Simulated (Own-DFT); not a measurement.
Simulation results for GaP (zincblende, strained, atoms displaced)

A calculation, not a measurement: plane-wave PBE density functional theory by an unreviewed code, no spin, of a simulated periodic cell, stress positive in tension, free energy of the whole cell less one offset for each atom, forces on such cells passed a denser k mesh, this cell's mesh not checked; offsets are fitted by least squares, one for each functional and potential file, so energies compare only between cells with the same atoms and settings and are not formation energies; the far tail of each file's local potential was reset to the Coulomb form; each entry is a single point on an unrelaxed cell, so the pressure reflects the starting lattice, mostly measured values (interpolated for alloys), from which strain is counted, and rises with the displacements; printed positions are rounded, which can move forces by about a meV/angstrom; the program, named Own-DFT, is a retired in-house code; no spin-orbit coupling. Program: Own-DFT development build.

Common to all runs: functional PBE; potential files PseudoDojo norm-conserving, scalar-relativistic, standard set; wave cutoff 42 hartree; occupations Fermi-Dirac; smearing width 0.1 eV; hardware one NVIDIA H100; k mesh 3 x 3 x 3 centred on Gamma.

(1) 
```cif
# cell vector a (Å): 10.8620 0.0000 0.0000
# cell vector b (Å): 0.0000 10.8620 0.0000
# cell vector c (Å): 0.0000 0.0000 10.9361
data_GaP
_symmetry_space_group_name_H-M 'P 1'
_symmetry_Int_Tables_number 1
_cell_length_a 10.8620
_cell_length_b 10.8620
_cell_length_c 10.9361
_cell_angle_alpha 90.000
_cell_angle_beta 90.000
_cell_angle_gamma 90.000
_cell_volume 1290.27
loop_
_atom_site_label
_atom_site_type_symbol
_atom_site_fract_x
_atom_site_fract_y
_atom_site_fract_z
_atom_site_occupancy
Ga1 Ga 0.99897 0.99866 0.99663 1
Ga2 Ga 0.00115 0.24851 0.25177 1
Ga3 Ga 0.25421 0.00008 0.25702 1
Ga4 Ga 0.26029 0.25104 0.02014 1
P1 P 0.10945 0.12057 0.11726 1
P2 P 0.12231 0.37387 0.36272 1
P3 P 0.39139 0.12406 0.37010 1
P4 P 0.37746 0.37527 0.12939 1
Ga5 Ga 0.00173 0.99913 0.48774 1
Ga6 Ga 0.00328 0.24116 0.75236 1
Ga7 Ga 0.24189 0.00764 0.75466 1
Ga8 Ga 0.25846 0.25741 0.49605 1
P5 P 0.12953 0.12759 0.62713 1
P6 P 0.12706 0.38859 0.87316 1
P7 P 0.37369 0.12658 0.87923 1
P8 P 0.38505 0.37106 0.61815 1
Ga9 Ga 0.99940 0.49900 0.99918 1
Ga10 Ga 0.99114 0.75435 0.25322 1
Ga11 Ga 0.24472 0.49944 0.23241 1
Ga12 Ga 0.25795 0.73780 0.99618 1
P9 P 0.12628 0.63372 0.11702 1
P10 P 0.12475 0.87975 0.36740 1
P11 P 0.37056 0.62953 0.36693 1
P12 P 0.35899 0.87450 0.12922 1
Ga13 Ga 0.99372 0.50899 0.48970 1
Ga14 Ga 0.99320 0.75015 0.74667 1
Ga15 Ga 0.24082 0.50261 0.74027 1
Ga16 Ga 0.25605 0.76145 0.48258 1
P13 P 0.12701 0.61150 0.61961 1
P14 P 0.12606 0.87114 0.87077 1
P15 P 0.38347 0.62114 0.86674 1
P16 P 0.39278 0.87923 0.60539 1
Ga17 Ga 0.49830 0.01716 0.99467 1
Ga18 Ga 0.50831 0.23293 0.24737 1
Ga19 Ga 0.74862 0.98844 0.25163 1
Ga20 Ga 0.74817 0.24283 0.00178 1
P17 P 0.63698 0.12380 0.11212 1
P18 P 0.61816 0.38015 0.38972 1
P19 P 0.86829 0.12299 0.38113 1
P20 P 0.86972 0.38154 0.13530 1
Ga21 Ga 0.49739 0.00272 0.51005 1
Ga22 Ga 0.50062 0.25521 0.76052 1
Ga23 Ga 0.75306 0.99731 0.74431 1
Ga24 Ga 0.74715 0.25620 0.51164 1
P21 P 0.62597 0.13084 0.62018 1
P22 P 0.62493 0.38421 0.87417 1
P23 P 0.87136 0.14820 0.88209 1
P24 P 0.87919 0.37656 0.62631 1
Ga25 Ga 0.49350 0.48973 0.99438 1
Ga26 Ga 0.50003 0.74804 0.25427 1
Ga27 Ga 0.73680 0.48439 0.24963 1
Ga28 Ga 0.75954 0.75284 0.99307 1
P25 P 0.63673 0.62647 0.12964 1
P26 P 0.63295 0.87534 0.37481 1
P27 P 0.87387 0.62106 0.37657 1
P28 P 0.88397 0.86411 0.12079 1
Ga29 Ga 0.49549 0.49340 0.49608 1
Ga30 Ga 0.50901 0.73982 0.75754 1
Ga31 Ga 0.75808 0.49903 0.74556 1
Ga32 Ga 0.75901 0.74525 0.49258 1
P29 P 0.62198 0.63039 0.62650 1
P30 P 0.61731 0.86827 0.87370 1
P31 P 0.86935 0.62497 0.86911 1
P32 P 0.87366 0.87496 0.61881 1
_calc_free_energy_of_cell_above_offsets '-28.987'  # eV
_calc_pressure 4.63  # GPa
_calc_stress_xx -4.88  # GPa
_calc_stress_yy -4.68  # GPa
_calc_stress_zz -4.31  # GPa
_calc_stress_yz 0.45  # GPa
_calc_stress_xz 1.15  # GPa
_calc_stress_xy -0.39  # GPa
_calc_wall_time 563.4  # s
```

Force:
| element | x (eV/Å) | y (eV/Å) | z (eV/Å) |
| --- | --- | --- | --- |
| Ga | -0.565 | -0.38 | -0.95 |
| Ga | -1.129 | -0.614 | -0.358 |
| Ga | -0.555 | 1.047 | -0.835 |
| Ga | -1.809 | -0.562 | -1.671 |
| P | 2.053 | 0.823 | 1.418 |
| P | 0.725 | 0.603 | 1.101 |
| P | -1.885 | -0.541 | 0.913 |
| P | 1.253 | -0.258 | 0.658 |
| Ga | -0.047 | 0.299 | 1.382 |
| Ga | 0.427 | 1.701 | -0.121 |
| Ga | 1.164 | -1.001 | -0.507 |
| Ga | -0.527 | -0.501 | -0.514 |
| P | -0.32 | -0.005 | -1.364 |
| P | 0.185 | -2.016 | 0.566 |
| P | -0.867 | 1.025 | -0.703 |
| P | -1.184 | 0.255 | 1.513 |
| Ga | -0.512 | 0.627 | 0.218 |
| Ga | 1.273 | -1.136 | 0.226 |
| Ga | -0.116 | 0.64 | 1.108 |
| Ga | 0.027 | 1.107 | -0.576 |
| P | -1.116 | -0.728 | 0.641 |
| P | -0.458 | -0.375 | 0.295 |
| P | 0.026 | -1.57 | 0.121 |
| P | 2.104 | -0.016 | -0.866 |
| Ga | 1.281 | -1.78 | 1.006 |
| Ga | 0.776 | -0.38 | -0.418 |
| Ga | 2.024 | -0.92 | 0.661 |
| Ga | -0.34 | -0.64 | 1.361 |
| P | -0.81 | 2.914 | -1.27 |
| P | -0.078 | -0.191 | 0.192 |
| P | -1.482 | -0.613 | 0.368 |
| P | -3.231 | -2.699 | 3.744 |
| Ga | 0.146 | -2.438 | 0.791 |
| Ga | 0.863 | 1.87 | -0.487 |
| Ga | 1.021 | 0.765 | -0.962 |
| Ga | -0.011 | 3.584 | 0.155 |
| P | -1.15 | -1.387 | 2.138 |
| P | 1.145 | -2.018 | -2.023 |
| P | -0.045 | 0.677 | -0.814 |
| P | 0.864 | -1.332 | -1.32 |
| Ga | 2.814 | 1.926 | -2.519 |
| Ga | 0.244 | -0.462 | -0.798 |
| Ga | -0.585 | 0.628 | 0.642 |
| Ga | 0.583 | 0.144 | -0.832 |
| P | -0.509 | -0.56 | 1.668 |
| P | 0.895 | -1.048 | 0.103 |
| P | 1.059 | -3.427 | -1.522 |
| P | 0.65 | -0.294 | -0.306 |
| Ga | 0.763 | 1.273 | 0.868 |
| Ga | 0.52 | 0.623 | -0.89 |
| Ga | 0.015 | 1.303 | 0.851 |
| Ga | -1.163 | -0.388 | 0.339 |
| P | -1.352 | -0.02 | -0.876 |
| P | -1.384 | -0.446 | 0.696 |
| P | -0.713 | 0.227 | -1.897 |
| P | -1.091 | 1.72 | -0.314 |
| Ga | -0.692 | 2.685 | 0.719 |
| Ga | -0.677 | 1.08 | -1.347 |
| Ga | -1.16 | 0.34 | -0.301 |
| Ga | -1.213 | 0.471 | 0.953 |
| P | 1.009 | -1.295 | -1.251 |
| P | 1.158 | 1.725 | 0.807 |
| P | 0.986 | -0.166 | 0.469 |
| P | 0.722 | 0.121 | -0.078 |

(2) 
```cif
# cell vector a (Å): 10.8620 0.0000 0.0000
# cell vector b (Å): 0.0000 10.8620 0.0000
# cell vector c (Å): 0.0000 0.0000 10.9361
data_GaP
_symmetry_space_group_name_H-M 'P 1'
_symmetry_Int_Tables_number 1
_cell_length_a 10.8620
_cell_length_b 10.8620
_cell_length_c 10.9361
_cell_angle_alpha 90.000
_cell_angle_beta 90.000
_cell_angle_gamma 90.000
_cell_volume 1290.27
loop_
_atom_site_label
_atom_site_type_symbol
_atom_site_fract_x
_atom_site_fract_y
_atom_site_fract_z
_atom_site_occupancy
Ga1 Ga 0.98907 0.99646 0.01051 1
Ga2 Ga 0.00681 0.25152 0.26049 1
Ga3 Ga 0.25824 0.99920 0.24948 1
Ga4 Ga 0.24908 0.26040 0.98937 1
P1 P 0.12894 0.12723 0.13284 1
P2 P 0.12504 0.37394 0.37134 1
P3 P 0.37187 0.11858 0.36756 1
P4 P 0.37037 0.36881 0.13011 1
Ga5 Ga 0.00933 0.99889 0.49709 1
Ga6 Ga 0.01281 0.24721 0.75069 1
Ga7 Ga 0.25195 0.00100 0.76354 1
Ga8 Ga 0.25616 0.24543 0.50876 1
P5 P 0.12704 0.12655 0.62041 1
P6 P 0.12867 0.37406 0.87029 1
P7 P 0.37361 0.11536 0.88730 1
P8 P 0.38038 0.37934 0.62424 1
Ga9 Ga 0.99521 0.49220 0.98998 1
Ga10 Ga 0.00022 0.74869 0.24394 1
Ga11 Ga 0.25470 0.49060 0.25174 1
Ga12 Ga 0.25856 0.74468 0.00465 1
P9 P 0.12518 0.63111 0.12228 1
P10 P 0.11913 0.87222 0.37155 1
P11 P 0.36963 0.62798 0.37605 1
P12 P 0.36832 0.86895 0.12854 1
Ga13 Ga 0.00457 0.51375 0.49841 1
Ga14 Ga 0.99068 0.74797 0.73759 1
Ga15 Ga 0.24603 0.50913 0.74205 1
Ga16 Ga 0.24955 0.75289 0.49784 1
P13 P 0.12964 0.62535 0.61689 1
P14 P 0.13077 0.86901 0.87467 1
P15 P 0.38446 0.61941 0.87388 1
P16 P 0.38979 0.86295 0.61553 1
Ga17 Ga 0.48132 0.00261 0.00244 1
Ga18 Ga 0.49778 0.25426 0.24821 1
Ga19 Ga 0.75001 0.99886 0.25421 1
Ga20 Ga 0.74736 0.24791 0.00135 1
P17 P 0.62698 0.12284 0.12436 1
P18 P 0.62025 0.36388 0.37683 1
P19 P 0.88102 0.13226 0.36904 1
P20 P 0.87063 0.36774 0.11014 1
Ga21 Ga 0.49309 0.00063 0.49933 1
Ga22 Ga 0.49876 0.24480 0.76381 1
Ga23 Ga 0.76192 0.98962 0.75994 1
Ga24 Ga 0.75106 0.26135 0.49982 1
P21 P 0.62149 0.12856 0.63282 1
P22 P 0.63670 0.38937 0.88718 1
P23 P 0.87256 0.12656 0.87606 1
P24 P 0.87442 0.36869 0.63018 1
Ga25 Ga 0.50930 0.51152 0.00079 1
Ga26 Ga 0.50195 0.74286 0.26484 1
Ga27 Ga 0.74562 0.50047 0.25175 1
Ga28 Ga 0.74921 0.74738 0.99490 1
P25 P 0.62349 0.62745 0.12442 1
P26 P 0.62052 0.87651 0.37124 1
P27 P 0.87007 0.63092 0.37366 1
P28 P 0.87726 0.87778 0.13353 1
Ga29 Ga 0.50243 0.49795 0.49398 1
Ga30 Ga 0.50308 0.75192 0.73078 1
Ga31 Ga 0.74712 0.49440 0.76801 1
Ga32 Ga 0.75097 0.75064 0.49514 1
P29 P 0.62396 0.61640 0.62991 1
P30 P 0.62660 0.87742 0.86983 1
P31 P 0.88925 0.61572 0.88903 1
P32 P 0.87653 0.86421 0.62511 1
_calc_free_energy_of_cell_above_offsets '-29.889'  # eV
_calc_pressure 4.43  # GPa
_calc_stress_xx -4.62  # GPa
_calc_stress_yy -4.67  # GPa
_calc_stress_zz -4  # GPa
_calc_stress_yz 0.47  # GPa
_calc_stress_xz -0.76  # GPa
_calc_stress_xy -0.02  # GPa
_calc_wall_time 572.5  # s
```

Force:
| element | x (eV/Å) | y (eV/Å) | z (eV/Å) |
| --- | --- | --- | --- |
| Ga | 1.632 | 0.938 | -0.923 |
| Ga | -0.451 | 0.144 | -2.149 |
| Ga | -1.643 | -0.535 | -0.367 |
| Ga | 0.134 | -1.383 | 1.643 |
| P | -0.22 | 0.01 | -1.091 |
| P | 0.545 | 0.748 | 1.756 |
| P | 0.773 | 1.182 | 1.273 |
| P | 0.921 | 0.921 | -1.544 |
| Ga | -1.133 | 0.155 | 0.115 |
| Ga | -1.334 | -0.293 | -0.161 |
| Ga | -0.235 | -0.689 | -1.698 |
| Ga | 0.182 | 0.689 | -1.167 |
| P | 0.499 | -1.021 | 1.011 |
| P | -0.119 | 1.077 | -0.612 |
| P | -1.016 | 2.623 | -1.708 |
| P | -0.335 | -0.617 | 0.701 |
| Ga | 2.19 | -1.336 | 2.445 |
| Ga | -0.102 | -0.196 | 0.441 |
| Ga | -0.818 | 1.255 | -0.239 |
| Ga | -0.434 | -0.211 | -1.146 |
| P | 0.079 | -1.891 | 0.072 |
| P | 1.097 | 0.109 | -0.091 |
| P | 0.214 | -1.196 | 0.141 |
| P | 1.442 | -0.069 | 0.433 |
| Ga | -0.973 | -1.719 | -0.468 |
| Ga | 1.934 | -1.246 | 2.009 |
| Ga | 1.007 | -0.878 | 0.705 |
| Ga | -0.148 | 0.372 | -0.177 |
| P | -0.463 | 1.026 | 0.711 |
| P | -1.17 | -0.136 | 0.269 |
| P | -0.819 | 1.076 | -0.719 |
| P | -2.729 | 1.927 | 0.008 |
| Ga | 2.741 | -1.904 | 1.765 |
| Ga | 0.18 | -1.399 | -0.155 |
| Ga | 0.125 | 0.521 | -0.178 |
| Ga | -0.403 | -0.611 | -0.516 |
| P | -0.88 | -0.148 | 0.07 |
| P | 0.293 | 1.504 | -0.618 |
| P | -1.159 | -1.009 | 1.53 |
| P | 1.099 | 0.788 | 2.482 |
| Ga | 1.02 | 0.705 | -0.056 |
| Ga | 0.344 | 0.951 | -0.199 |
| Ga | -0.527 | 0.903 | -1.166 |
| Ga | 0.165 | -1.684 | 0.52 |
| P | 0.797 | -0.729 | -0.575 |
| P | -2.513 | -2.837 | 0.719 |
| P | 0.969 | -0.096 | 0.043 |
| P | 0.711 | 1.444 | 0.225 |
| Ga | -1.103 | -1.332 | 0.487 |
| Ga | -0.251 | 0.412 | -1.642 |
| Ga | 0.259 | -0.71 | -0.516 |
| Ga | 0.382 | 0.465 | 0.492 |
| P | 0.475 | 0.662 | 1.089 |
| P | 0.617 | 0.321 | 1.019 |
| P | 0.661 | -0.75 | -0.513 |
| P | -1.321 | -0.955 | -0.509 |
| Ga | -0.148 | 0.336 | 0.303 |
| Ga | 1.041 | -1.096 | 2.521 |
| Ga | 2.094 | 1.507 | -2.359 |
| Ga | -1.109 | -0.068 | 0.661 |
| P | 1.188 | -0.101 | -0.837 |
| P | -1.064 | -0.668 | 0.687 |
| P | -2.423 | 2.703 | -2.985 |
| P | -0.762 | 2.035 | -1.261 |

(3) 
```cif
# cell vector a (Å): 10.8620 0.0000 0.0000
# cell vector b (Å): 0.0000 10.8620 0.0000
# cell vector c (Å): 0.0000 0.0000 10.9361
data_GaP
_symmetry_space_group_name_H-M 'P 1'
_symmetry_Int_Tables_number 1
_cell_length_a 10.8620
_cell_length_b 10.8620
_cell_length_c 10.9361
_cell_angle_alpha 90.000
_cell_angle_beta 90.000
_cell_angle_gamma 90.000
_cell_volume 1290.27
loop_
_atom_site_label
_atom_site_type_symbol
_atom_site_fract_x
_atom_site_fract_y
_atom_site_fract_z
_atom_site_occupancy
Ga1 Ga 0.00424 0.00159 0.01201 1
Ga2 Ga 0.00474 0.23916 0.23510 1
Ga3 Ga 0.25547 0.00051 0.26904 1
Ga4 Ga 0.25725 0.24820 0.99810 1
P1 P 0.11747 0.11638 0.12319 1
P2 P 0.12589 0.37500 0.36340 1
P3 P 0.38254 0.11718 0.37852 1
P4 P 0.37074 0.37985 0.11874 1
Ga5 Ga 0.01524 0.00651 0.48693 1
Ga6 Ga 0.99710 0.25636 0.73684 1
Ga7 Ga 0.24739 0.00426 0.74592 1
Ga8 Ga 0.23800 0.25332 0.49894 1
P5 P 0.13925 0.13154 0.62031 1
P6 P 0.12610 0.36631 0.88457 1
P7 P 0.37052 0.12812 0.86377 1
P8 P 0.36804 0.37970 0.63183 1
Ga9 Ga 0.00019 0.50483 0.00121 1
Ga10 Ga 0.99085 0.74619 0.25844 1
Ga11 Ga 0.23737 0.50849 0.24884 1
Ga12 Ga 0.24270 0.75554 0.00028 1
P9 P 0.12342 0.63208 0.11554 1
P10 P 0.11922 0.87310 0.37956 1
P11 P 0.37261 0.62587 0.37706 1
P12 P 0.37480 0.88347 0.11307 1
Ga13 Ga 0.99943 0.49987 0.49456 1
Ga14 Ga 0.01260 0.74742 0.74570 1
Ga15 Ga 0.24570 0.49672 0.76605 1
Ga16 Ga 0.24589 0.76356 0.50405 1
P13 P 0.13115 0.61942 0.61774 1
P14 P 0.12930 0.88865 0.88030 1
P15 P 0.38756 0.62710 0.87015 1
P16 P 0.37007 0.87318 0.61856 1
Ga17 Ga 0.49773 0.99848 0.00540 1
Ga18 Ga 0.50984 0.23803 0.25745 1
Ga19 Ga 0.75408 0.00291 0.23279 1
Ga20 Ga 0.75452 0.24635 0.00511 1
P17 P 0.62916 0.10841 0.12283 1
P18 P 0.63689 0.37941 0.36301 1
P19 P 0.87769 0.12721 0.37612 1
P20 P 0.88085 0.36560 0.12336 1
Ga21 Ga 0.51479 0.98938 0.49357 1
Ga22 Ga 0.50871 0.22602 0.74099 1
Ga23 Ga 0.75101 0.00262 0.74834 1
Ga24 Ga 0.75278 0.25404 0.49487 1
P21 P 0.62591 0.12913 0.62544 1
P22 P 0.63004 0.38215 0.87660 1
P23 P 0.87471 0.13436 0.89011 1
P24 P 0.88713 0.37526 0.63325 1
Ga25 Ga 0.48922 0.49934 0.99141 1
Ga26 Ga 0.49345 0.74827 0.25309 1
Ga27 Ga 0.75152 0.48788 0.24471 1
Ga28 Ga 0.74013 0.75615 0.00140 1
P25 P 0.63045 0.64818 0.13162 1
P26 P 0.62646 0.88105 0.37392 1
P27 P 0.86050 0.62078 0.38359 1
P28 P 0.87639 0.87106 0.13030 1
Ga29 Ga 0.49725 0.50110 0.50083 1
Ga30 Ga 0.50423 0.76229 0.74479 1
Ga31 Ga 0.74217 0.49500 0.75296 1
Ga32 Ga 0.75450 0.74325 0.51059 1
P29 P 0.63173 0.61647 0.62649 1
P30 P 0.62598 0.86246 0.89225 1
P31 P 0.88324 0.61464 0.86845 1
P32 P 0.86721 0.87813 0.62455 1
_calc_free_energy_of_cell_above_offsets '-27.919'  # eV
_calc_pressure 4.84  # GPa
_calc_stress_xx -5.08  # GPa
_calc_stress_yy -4.92  # GPa
_calc_stress_zz -4.51  # GPa
_calc_stress_yz 0.6  # GPa
_calc_stress_xz 0.32  # GPa
_calc_stress_xy 0.52  # GPa
_calc_wall_time 582.8  # s
```

Force:
| element | x (eV/Å) | y (eV/Å) | z (eV/Å) |
| --- | --- | --- | --- |
| Ga | -1.791 | -1.133 | -1.538 |
| Ga | -0.651 | 0.954 | 1.748 |
| Ga | -0.647 | -0.649 | -2.118 |
| Ga | -0.494 | -0.425 | 0.483 |
| P | 3.561 | 0.696 | 0.979 |
| P | -0.972 | -0.465 | 0.338 |
| P | -0.14 | 1.324 | 1.074 |
| P | 0.505 | -0.586 | 1.448 |
| Ga | -1.695 | 0.666 | 1.888 |
| Ga | 1.894 | -2.151 | 2.689 |
| Ga | 0.556 | -0.574 | 0.054 |
| Ga | 2.39 | 1.317 | -1.009 |
| P | -2.448 | -1.081 | 0.727 |
| P | -0.819 | 0.494 | -0.703 |
| P | 1.039 | -0.795 | 1.175 |
| P | 0.787 | -1.017 | -0.626 |
| Ga | -0.036 | -1.106 | -0.182 |
| Ga | 0.156 | -0.507 | -0.179 |
| Ga | 1.282 | 0.009 | -0.504 |
| Ga | 1.574 | 0.061 | -0.876 |
| P | -0.703 | -0.047 | 1.518 |
| P | 0.812 | -0.694 | -1.287 |
| P | -0.616 | 0.293 | -0.062 |
| P | -1.352 | -1.321 | 2.526 |
| Ga | 0.139 | -0.19 | 0.085 |
| Ga | -0.77 | 0.482 | 0.224 |
| Ga | 0.365 | 0.471 | -0.519 |
| Ga | -0.109 | -2.065 | -0.658 |
| P | 0.087 | 0.197 | 0.601 |
| P | -0.771 | -0.888 | -0.988 |
| P | -1.935 | 1.121 | -0.282 |
| P | 1.389 | 1.422 | 1.047 |
| Ga | 0.183 | 0.608 | -1.907 |
| Ga | -0.358 | 0.671 | -1.061 |
| Ga | 0.909 | -0.901 | 2.681 |
| Ga | -1.616 | 0.988 | 0.125 |
| P | -1.052 | 2.653 | -0.706 |
| P | -2.268 | -1.27 | 2.076 |
| P | -0.058 | -0.226 | -0.94 |
| P | -0.121 | 1.269 | 0.054 |
| Ga | -1.511 | 1.305 | 1.611 |
| Ga | -2.036 | 3.694 | 1.895 |
| Ga | -0.044 | 0.022 | 1.483 |
| Ga | 0.491 | 0.28 | 0.634 |
| P | 1.925 | -1.93 | -2.316 |
| P | -1.154 | -2.181 | 0.748 |
| P | 1.192 | -1.635 | -2.366 |
| P | -2.672 | 1.622 | -2.332 |
| Ga | 1.555 | 0.221 | 1.047 |
| Ga | -0.046 | 1.162 | -0.087 |
| Ga | 0.897 | 2.144 | -1.5 |
| Ga | 3.635 | -1.935 | 0.77 |
| P | -0.684 | -3.244 | 0.247 |
| P | 1.591 | -1.942 | -1.189 |
| P | 1.286 | -0.534 | -1.17 |
| P | 0.303 | -0.148 | -0.946 |
| Ga | 0.084 | -0.502 | 0.022 |
| Ga | 0.184 | -1.114 | 0.124 |
| Ga | 1.779 | 0.292 | -0.262 |
| Ga | -1.035 | 1.025 | -0.428 |
| P | -1.168 | 0.927 | -0.163 |
| P | -1.772 | 3.261 | -3.42 |
| P | -0.986 | 1.482 | 0.206 |
| P | 1.983 | 0.12 | -0.001 |
